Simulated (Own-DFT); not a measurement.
# Computed records: TiO2 (rutile, atoms displaced)

Computed with Own-DFT development build. A calculation, not a measurement: plane-wave PBE density functional theory by an unreviewed code, no spin, of a simulated periodic cell, stress positive in tension, free energy of the whole cell less one offset for each atom, oxygen file: force components 24 meV/angstrom off all-electron in one glass; forces on such cells passed a denser k mesh, this cell's mesh not checked; offsets are fitted by least squares, one for each functional and potential file, so energies compare only between cells with the same atoms and settings and are not formation energies; the far tail of each file's local potential was reset to the Coulomb form; each entry is a single point on an unrelaxed cell, so the pressure reflects the starting lattice, mostly measured values (interpolated for alloys), from which strain is counted, and rises with the displacements; printed positions are rounded, which can move forces by about a meV/angstrom; the program, named Own-DFT, is a retired in-house code; no spin-orbit coupling; before rounding, a Quantum ESPRESSO 7.3.1 run of the same cell and cutoff gave forces within 1 meV/angstrom rms on each cell, which checks the program and not the settings.

Common to all runs: functional PBE; potential files PseudoDojo norm-conserving, scalar-relativistic, standard set; wave cutoff 72 hartree; occupations Fermi-Dirac; smearing width 0.1 eV; k mesh 3 x 3 x 3 centred on Gamma.

(1) 
```xyz
72
Lattice="9.1874 0.0000 0.0000 0.0000 9.1874 0.0000 0.0000 0.0000 8.8761" Properties=species:S:1:pos:R:3:force_x:R:1:force_y:R:1:force_z:R:1 formula=TiO2 free_energy_of_cell_above_offsets=-11.289 pressure=9.59 stress_xx=-9.09 stress_yy=-8.28 stress_zz=-11.41 stress_yz=-0.01 stress_xz=0.97 stress_xy=0.34
Ti     9.1844     9.1713     8.8582      0.179      0.894      1.578
Ti     2.2293     2.5076     1.4178      3.177     -4.341      0.988
O      1.4347     1.4251     8.8557      0.595      1.123      0.645
O      3.2588     3.2775     8.8495     -0.708     -0.162      0.661
O      3.6883     0.9744     1.3750      0.343     -0.652       0.46
O      0.7835     3.6183     1.5131     -0.829      0.462     -1.118
Ti     0.0703     0.1081     3.0480     -0.328      -1.51     -2.074
Ti     2.2894     2.3111     4.4434      2.027     -1.271      0.559
O      1.3090     1.4790     2.9615      0.472      0.273     -0.354
O      3.2299     3.1993     2.9247     -1.003      0.058     -0.413
O      3.7273     0.8711     4.3833     -1.816      1.302      0.377
O      0.6939     3.6574     4.3949      2.096     -1.469     -1.638
Ti     9.1023     0.1076     5.8958      0.668     -1.495      2.084
Ti     2.3506     2.3417     7.4798     -0.112     -1.713     -1.882
O      1.4424     1.5079     5.8615      -0.73     -1.345      0.124
O      3.2071     3.1932     5.9084      0.525      0.085     -0.419
O      3.7536     0.7304     7.4187     -1.233      1.662      1.332
O      0.9912     3.5134     7.3279     -1.543      2.116      0.916
Ti     9.0786     4.5480     0.0991       0.56      2.192     -4.345
Ti     2.2264     6.8241     1.5012     -0.754      1.863      0.443
O      1.3943     5.8790     0.0340      0.131      0.107     -0.311
O      3.1576     7.9307     0.1048     -0.915     -2.352     -0.394
O      3.7413     5.4942     1.5971     -1.184      0.998     -3.311
O      0.9124     8.3054     1.4201      0.368     -0.828      1.205
Ti     0.0581     4.5522     2.8940     -2.027      2.054      4.196
Ti     2.2017     6.8799     4.4048      1.427      0.103        2.9
O      1.3863     5.8422     2.9715      0.058      0.153     -0.725
O      3.0674     7.8309     2.8133      0.042     -0.844      0.889
O      3.6505     5.4364     4.4864      0.173      0.185     -0.978
O      0.9052     8.2787     4.4977      -0.49      0.855     -0.924
Ti     0.0553     4.4746     5.8507      0.081      3.659      1.842
Ti     2.3851     6.9999     7.5050     -0.669     -0.823     -3.625
O      1.3586     6.1325     5.9576     -0.482     -1.187     -0.013
O      3.2022     7.6591     5.9094     -0.325      0.826      0.686
O      3.6122     5.4495     7.3175      0.791      0.502      1.097
O      0.7588     8.4360     7.5070      3.495     -2.789     -3.156
Ti     4.6871     8.9046     0.0426      0.104       3.49     -1.602
Ti     6.9761     2.2768     1.3859      -1.73     -2.979      0.443
O      6.0539     1.4162     0.0812     -0.135      -0.39     -1.164
O      7.7118     3.2725     8.8081      1.093      0.702      0.677
O      8.3218     0.8614     1.4095     -0.789      1.852      2.017
O      5.5183     3.6407     1.4409     -0.599      1.216     -0.368
Ti     4.6424     9.1528     2.8667     -1.553      2.309      2.855
Ti     6.9963     2.4031     4.3256     -4.512      -1.84      3.273
O      5.9227     1.3447     2.8921      1.599       0.88       0.16
O      7.6593     3.1296     2.9752      3.579       3.02     -3.505
O      8.2630     0.8773     4.5044      0.027      0.467     -1.511
O      5.5932     3.6938     4.3355     -0.435      0.341      0.949
Ti     4.5857     0.1354     5.9624      0.695      0.132     -2.235
Ti     6.9790     2.3989     7.3323     -1.676     -2.953     -1.002
O      6.0459     1.4323     5.8061     -0.098      0.378      1.598
O      7.8879     3.2198     5.9809     -0.849      -0.73     -0.847
O      8.3063     0.9164     7.3626     -1.211      1.664     -0.069
O      5.4852     3.6965     7.2761      0.902     -0.579      2.466
Ti     4.6325     4.5225     0.0836      0.894       0.92     -0.851
Ti     7.0631     6.9184     1.4316     -1.783      2.307      2.258
O      5.9392     6.0489     0.0212     -0.444     -0.549      0.165
O      7.8667     7.8757     8.8625     -2.318     -2.008     -0.069
O      8.2796     5.6317     1.4105      2.085     -3.378      0.239
O      5.4803     8.3086     1.5476      1.531     -1.878      -1.31
Ti     4.5423     4.6656     2.8945      2.362     -0.564      4.703
Ti     6.8681     6.9438     4.5395      0.047       0.88     -2.375
O      5.9945     6.0712     3.0101     -0.183     -0.539     -0.847
O      7.8214     7.7987     2.8658      0.328      0.586      0.617
O      8.3376     5.5158     4.4745      0.128     -0.511     -0.992
O      5.3755     8.3456     4.5464       1.63     -1.779     -1.652
Ti     4.6235     4.5475     5.9786     -1.609      0.823     -2.878
Ti     6.8097     6.7620     7.4162       1.53        1.1     -0.844
O      6.1692     5.9709     5.8759      -2.26     -1.594      0.764
O      7.7566     7.7901     5.9358          1      0.893      0.273
O      8.2241     5.4075     7.3216      0.944     -0.326      1.721
O      5.5545     8.2238     7.2656     -0.357     -0.054      1.643
```

Units: free_energy_of_cell_above_offsets in eV; pressure, stress_xx, stress_yy, stress_zz, stress_yz, stress_xz, stress_xy in GPa; force_x, force_y, force_z in eV/Å.

(2) 
```xyz
72
Lattice="9.1874 0.0000 0.0000 0.0000 9.1874 0.0000 0.0000 0.0000 8.8761" Properties=species:S:1:pos:R:3:force_x:R:1:force_y:R:1:force_z:R:1 formula=TiO2 free_energy_of_cell_above_offsets=-10.478 pressure=11.24 stress_xx=-11.14 stress_yy=-10.82 stress_zz=-11.75 stress_yz=-0.95 stress_xz=-0.26 stress_xy=-0.17
Ti     9.1122     0.0903     0.0473     -0.203     -1.449     -0.168
Ti     2.3246     2.1545     1.5764      0.036     -0.023     -1.061
O      1.4512     1.2282     0.2150      0.095      1.512     -1.735
O      3.0527     3.1608     0.0073      1.227      0.816      0.969
O      3.7716     0.9131     1.4988     -0.438      0.202      0.459
O      0.8270     3.8389     1.5744      3.205     -3.594     -2.412
Ti     0.0059     0.0987     2.9574     -0.335     -3.239     -0.624
Ti     2.2029     2.3063     4.4936     -0.378      1.013      2.032
O      1.2992     1.4341     3.0459      0.549     -0.047     -0.448
O      3.1175     3.0508     2.9629      2.069      2.295       0.45
O      3.8175     0.8019     4.4638     -1.868      1.096      0.394
O      0.7993     3.7036     4.4676      2.488     -1.979     -0.702
Ti     9.1475     8.9723     5.8500      0.485      3.467      1.127
Ti     2.3141     2.2029     7.4699     -1.538      0.649     -1.369
O      1.4500     1.4446     5.9587     -0.553     -1.038     -0.605
O      3.0841     3.2607     5.8811      1.097     -0.144       0.31
O      3.6661     0.8913     7.3168       1.07      -0.82      1.019
O      0.8402     3.6199     7.3513      0.766     -0.059       1.56
Ti     0.0193     4.5505     0.0481     -0.325      1.026     -1.542
Ti     2.3934     6.7865     1.4327     -3.287      1.462       3.11
O      1.5331     6.1455     0.0512     -3.376     -3.117      -4.32
O      3.1326     7.8285     0.2542      2.649      2.857     -5.375
O      3.6963     5.6220     1.3991      3.858     -4.823      0.679
O      0.9552     8.3246     1.4256     -2.128      0.849      0.875
Ti     0.0977     4.6369     2.9398     -1.386      1.676      2.486
Ti     2.2800     6.7518     4.4641     -0.417      2.125     -1.407
O      1.4250     6.0245     2.9873      -1.02     -1.204      0.439
O      3.1298     7.6452     2.7686      3.166      3.857      4.573
O      3.6469     5.4905     4.4009      2.099     -1.557     -1.024
O      0.8206     8.1764     4.5519      1.148      0.305     -1.761
Ti     0.0677     4.5548     5.8985     -2.313      0.158      0.879
Ti     2.2711     7.0476     7.4666      0.107      0.329      0.348
O      1.4191     5.9245     5.7753      -0.01      0.215      2.285
O      3.2614     7.6915     5.8755      0.014      0.542      1.038
O      3.6907     5.3601     7.4512     -0.083      0.939      -0.62
O      0.8806     8.4236     7.3699      1.657     -1.822      0.678
Ti     4.7341     9.1793     8.8222     -1.721     -1.216       2.55
Ti     6.8178     2.3433     1.4145      2.173      0.085      1.482
O      5.9970     1.3599     0.0923      0.275      0.457      -0.82
O      7.8040     3.2860     8.7599     -1.019     -1.213      1.918
O      8.2540     0.8090     1.5736     -1.194       1.83     -0.933
O      5.3910     3.6675     1.3844      1.178     -0.866      2.268
Ti     4.5535     0.0149     3.0293     -0.384     -1.816     -2.628
Ti     6.9105     2.2495     4.3150       1.87      0.823      1.783
O      5.9936     1.2932     2.9699      0.242      1.153     -0.713
O      7.8729     3.1359     2.9332     -1.876     -0.927     -0.786
O      8.2439     0.8859     4.4796      0.149     -0.144     -0.216
O      5.4923     3.7098     4.3775     -0.703      0.575     -1.033
Ti     4.6486     0.0194     5.9116     -0.509     -0.478       0.19
Ti     6.8065     2.2766     7.3840      2.963     -0.088     -2.601
O      5.8967     1.4335     5.8711      0.233     -0.463      0.372
O      7.8521     3.1674     5.8851     -1.767     -0.934      0.342
O      8.2538     0.9777     7.3456     -0.026     -0.388      0.854
O      5.5742     3.6239     7.4082     -1.996      1.455      0.284
Ti     4.5484     4.4801     0.0003     -1.281      1.577     -2.782
Ti     6.7550     6.8176     1.5284      4.232      3.666     -3.446
O      5.9820     6.0611     0.0569     -0.528     -1.701      -0.92
O      7.7143     7.9109     8.7686      0.275     -0.558     -0.128
O      8.4340     5.4696     1.5649     -2.603      1.926     -1.733
O      5.5392     8.3757     1.4983     -0.271     -0.494     -0.467
Ti     4.6373     4.5810     2.9230      -0.99      -0.16      1.177
Ti     6.8485     6.9376     4.5161      2.992     -0.974     -2.102
O      6.0912     6.1164     2.8463     -4.082     -4.286      4.645
O      7.7916     7.8099     2.9739     -0.184     -0.367      0.798
O      8.1962     5.2893     4.4670      -0.76      2.077     -0.086
O      5.5397     8.1970     4.5505     -0.843      0.658      -0.61
Ti     4.5819     4.6956     5.8600     -0.931     -1.253      1.295
Ti     6.8628     6.9163     7.4269      2.783     -1.782      1.971
O      5.9726     5.8762     5.8705      0.385      1.025      0.491
O      7.8473     7.7628     5.9139     -2.315      -1.56      0.244
O      8.3702     5.5885     7.4360     -0.284     -0.088        0.3
O      5.4653     8.1032     7.5340     -1.609      1.972     -1.499
```

Units: free_energy_of_cell_above_offsets in eV; pressure, stress_xx, stress_yy, stress_zz, stress_yz, stress_xz, stress_xy in GPa; force_x, force_y, force_z in eV/Å.
